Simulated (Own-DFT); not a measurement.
Simulation results for Si₃N₄ (beta silicon nitride, strained, atoms displaced)

A calculation, not a measurement: plane-wave PBE density functional theory by an unreviewed code, no spin, of a simulated periodic cell, stress positive in tension, free energy of the whole cell less one offset for each atom, forces on such cells passed a denser k mesh, this cell's mesh not checked; offsets are fitted by least squares, one for each functional and potential file, so energies compare only between cells with the same atoms and settings and are not formation energies; the far tail of each file's local potential was reset to the Coulomb form; each entry is a single point on an unrelaxed cell, so the pressure reflects the starting lattice, mostly measured values (interpolated for alloys), from which strain is counted, and rises with the displacements; printed positions are rounded, which can move forces by about a meV/angstrom; the program, named Own-DFT, is a retired in-house code; no spin-orbit coupling. Program: Own-DFT development build.

```xyz
42
Lattice="7.4763 -0.1259 -0.1012 -3.8472 6.6538 -0.0334 -0.1161 -0.1113 8.6739" Properties=species:S:1:pos:R:3:force_x:R:1:force_y:R:1:force_z:R:1 formula=Si3N4 functional=PBE potential_files=PseudoDojo_norm-conserving,scalar-relativistic,standard_set wave_cutoff=42 occupations=Fermi-Dirac smearing_width=0.1 k_mesh=3_x_3_x_3_centred_on_Gamma free_energy_of_cell_above_offsets=-1.235 pressure=14.85 stress_xx=-12.45 stress_yy=-15.17 stress_zz=-16.94 stress_yz=-4.77 stress_xz=-6.08 stress_xy=-5.71
Si    -1.7194     5.1571     0.6849      2.313     -2.699      1.669
Si     0.1756     2.6401     0.6778     -1.834      2.016     -0.509
Si     1.2874     5.3879     0.7308     -0.862      0.219     -3.801
Si     5.2633     1.4091     2.0809     -1.749      3.229     -4.291
Si     3.3863     3.8698     2.0802       3.76     -3.002      -2.63
Si     2.3542     1.0727     2.1213     -0.691     -1.198      1.017
N      2.3468     0.1410     0.6973     -0.235      1.202     -1.025
N      6.0407     1.9422     0.5137      0.807     -0.388      3.375
N      2.7059     4.4130     0.6366     -1.035      0.272     -1.357
N      1.3302     6.4482     2.0286     -0.127     -3.962      1.564
N     -2.4998     4.7067     2.1444     -1.157     -0.675     -0.751
N      1.0386     2.1602     1.9948     -0.409     -0.762       4.28
N     -0.0673     4.3525     0.7461     -0.514      0.974      -0.34
N      3.6513     2.0680     2.0914      1.923      2.609      0.059
Si    -1.7417     5.1537     3.5905      1.986     -4.992     -1.571
Si     0.2224     2.5324     3.6102     -2.675      3.628     -3.477
Si     1.3006     5.4212     3.4920     -2.973     -0.859     -0.242
Si     5.2642     1.2974     4.9302     -0.726      7.465     -2.509
Si     3.3526     3.8192     4.9635      3.525     -1.971     -2.287
Si     2.2304     1.0651     5.1128      3.844       0.34     -3.363
N      2.3148     0.0616     3.6102      -0.02      6.758     -0.211
N      6.0374     1.8436     3.3995       3.08      0.269      4.906
N      2.6677     4.3374     3.4347     -2.925      1.816      4.031
N      1.1176     6.4419     4.9523      0.341     -8.449     -1.432
N     -2.4848     4.6331     4.9460     -3.042     -0.862      3.126
N      0.9058     2.1007     5.0551      0.026     -0.466      1.371
N     -0.1672     4.3373     3.5726      3.074      0.108      0.034
N      3.7477     2.1119     4.9341     -3.509     -0.027      0.496
Si    -1.7580     5.0217     6.4560       0.62     -0.532     -0.204
Si     0.0226     2.4898     6.5363     -0.538      3.446     -1.931
Si     1.1450     5.3749     6.2953      -0.44     -1.026      2.856
Si     5.1489     1.2476     7.8738     -1.308      2.667     -2.206
Si     3.3045     3.7557     7.8150      1.842     -1.359      1.499
Si     2.1916     1.0069     7.9217      1.235     -0.802      0.251
N      2.3244     0.0895     6.4339     -1.137     -0.849       2.42
N      5.9541     1.7203     6.3475      1.394      0.439      2.811
N      2.5863     4.2521     6.3595     -2.428      2.102       0.39
N      1.1115     6.2915     7.8083      0.579     -3.968      0.762
N     -2.5221     4.5480     7.9412     -2.303      -0.47     -2.446
N      0.8405     2.0537     7.9100      0.749     -0.772      0.373
N     -0.2042     4.3032     6.4591      1.285     -1.315     -0.127
N      3.5576     1.9955     7.9205      0.254      1.846     -0.582
```

Units: wave_cutoff in hartree; smearing_width, free_energy_of_cell_above_offsets in eV; pressure, stress_xx, stress_yy, stress_zz, stress_yz, stress_xz, stress_xy in GPa; force_x, force_y, force_z in eV/Å.
